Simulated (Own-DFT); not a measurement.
# How strain changes the stress of wurtzite GaN, 96 atoms (Ga48N48)

These are calculations, not measurements. The program, named Own-DFT, is a retired in-house plane-wave density functional code that no person has reviewed. Each row is one single-point run on a periodic cell that was not relaxed, without spin or spin-orbit coupling.

Settings of every run: PBE; PseudoDojo norm-conserving scalar-relativistic files; cutoff 42 hartree; 3 x 4 x 3 k mesh centred on Gamma; Fermi-Dirac smearing of 0.1 eV.

Known limits: forces on such cells passed a denser k mesh, each cell not checked; stress not checked against mesh or cutoff.

Unstrained cell vectors in Å: (12.756, 0.000, 0.000); (-4.783, 8.285, 0.000); (0.000, 0.000, 10.370). The unstrained cell has measured lattice constants (interpolated for alloys), not those of this functional. That, the random moves and any unrelaxed bonds set the pressure at no strain. Each run strains this cell uniformly, with the atoms carried along. Every atom was also moved at random, by a Gaussian of width 0.05 Å on each axis. Strain is the symmetric tensor, in per cent. Stress is positive in tension, and the pressure is minus a third of its trace.

```
run,e_xx (%),e_yy (%),e_zz (%),e_yz (%),e_xz (%),e_xy (%),s_xx (GPa),s_yy (GPa),s_zz (GPa),s_yz (GPa),s_xz (GPa),s_xy (GPa),P (GPa),E (meV/atom)
1,-0.57,-0.64,-0.18,-0.48,1.73,0.43,-11.06,-10.06,-10.09,-0.25,4.82,1.21,10.40,14.8
2,-0.30,-0.76,1.82,0.43,0.27,1.85,-7.53,-9.69,-2.02,0.79,0.31,5.12,6.41,15.5
3,1.78,0.66,0.79,-1.32,0.02,-0.77,0.80,-3.10,-2.74,-2.54,-0.14,-1.62,1.68,0.0
4,-0.86,1.37,1.35,1.29,-0.55,-1.02,-8.38,-3.20,-1.71,3.36,-1.12,-2.66,4.43,10.2
5,-1.91,-1.85,-1.45,-1.08,0.96,-0.98,-20.52,-20.82,-17.78,-2.50,1.83,-3.22,19.71,64.4
6,-0.93,1.38,0.64,-1.47,-0.92,-1.44,-9.61,-2.30,-5.06,-3.25,-1.95,-4.99,5.66,9.7
7,1.64,-0.72,0.93,0.59,1.65,-1.35,-2.58,-9.80,-3.07,1.65,4.13,-5.01,5.15,23.5
8,1.42,-0.06,-0.84,1.21,-1.78,-0.57,-3.04,-6.76,-10.73,2.16,-3.66,-1.90,6.84,20.3
9,-0.36,0.25,1.75,0.56,-1.74,-1.59,-7.55,-5.95,-0.36,1.05,-3.27,-5.95,4.62,4.0
10,1.36,0.22,1.30,-1.79,1.43,0.93,-1.23,-3.97,-2.19,-3.34,3.48,3.65,2.46,12.3
11,-1.92,1.12,1.42,1.82,-1.25,0.91,-13.50,-4.65,-3.17,4.21,-3.42,3.60,7.11,27.6
12,0.34,-0.96,0.30,1.39,1.19,1.62,-6.52,-10.99,-8.57,2.53,2.47,4.69,8.69,23.0
13,-0.02,1.09,0.29,0.20,-0.86,1.08,-5.97,-3.37,-5.58,-0.04,-2.05,3.15,4.98,2.2
14,1.27,-0.19,-0.52,-1.77,-1.19,-0.15,-5.10,-6.11,-8.80,-3.69,-2.82,0.08,6.67,13.5
15,0.56,-1.53,-1.78,1.23,0.72,-1.43,-7.95,-16.28,-17.24,2.81,1.76,-3.18,13.82,45.1
16,0.18,-1.70,1.49,0.78,-1.62,-1.75,-7.66,-16.09,-2.00,3.11,-3.34,-5.68,8.58,29.8
17,-1.89,-1.24,-1.24,1.11,-1.98,1.51,?,?,?,?,?,?,?,?
```

E is the free energy for each atom above the lowest run shown.

## Worked fit

Each stress component was fitted by least squares to a constant and the strains of the runs shown, as fractions, with shears doubled. Shear strains stay in the fit of a normal stress only where such slopes are resolved. The slopes, in GPa:

| stress | at no strain | per e_xx | per e_yy | per e_zz | scatter |
|---|---|---|---|---|---|
| s_xx | -8.1 | 403 ± 19 | 113 ± 23 | 101 ± 22 | 0.87 |
| s_yy | -8.1 | 131 ± 24 | 465 ± 30 | 58 ± 28 | 1.12 |
| s_zz | -8.3 | 88 ± 15 | 88 ± 18 | 434 ± 17 | 0.67 |

Each shear stress against twice its own strain: yz 106 ± 6, xz 117 ± 5, xy 157 ± 9 GPa. These are stiffnesses along x, y and z of the frame in which the cell vectors are given, which need not be the crystal's axes. The atoms are held to the strained lattice; where symmetry lets them move under strain, relaxing them would lower some slopes. The table should be nearly symmetric about its diagonal, and what it lacks of that shows the noise. A ninth of its sum, 209 ± 5 GPa, estimates the bulk modulus near the mean pressure of these runs, 7.3 GPa, so it lies above the value at zero pressure.

## Withheld run

Question: what normal stresses and pressure should run 17 give?

The fit gives s_xx = -18.3, s_yy = -17.0, s_zz = -16.4 and P = 17.3 GPa. The calculation gave -18.41, -18.25, -16.54 and P = 17.73 GPa.
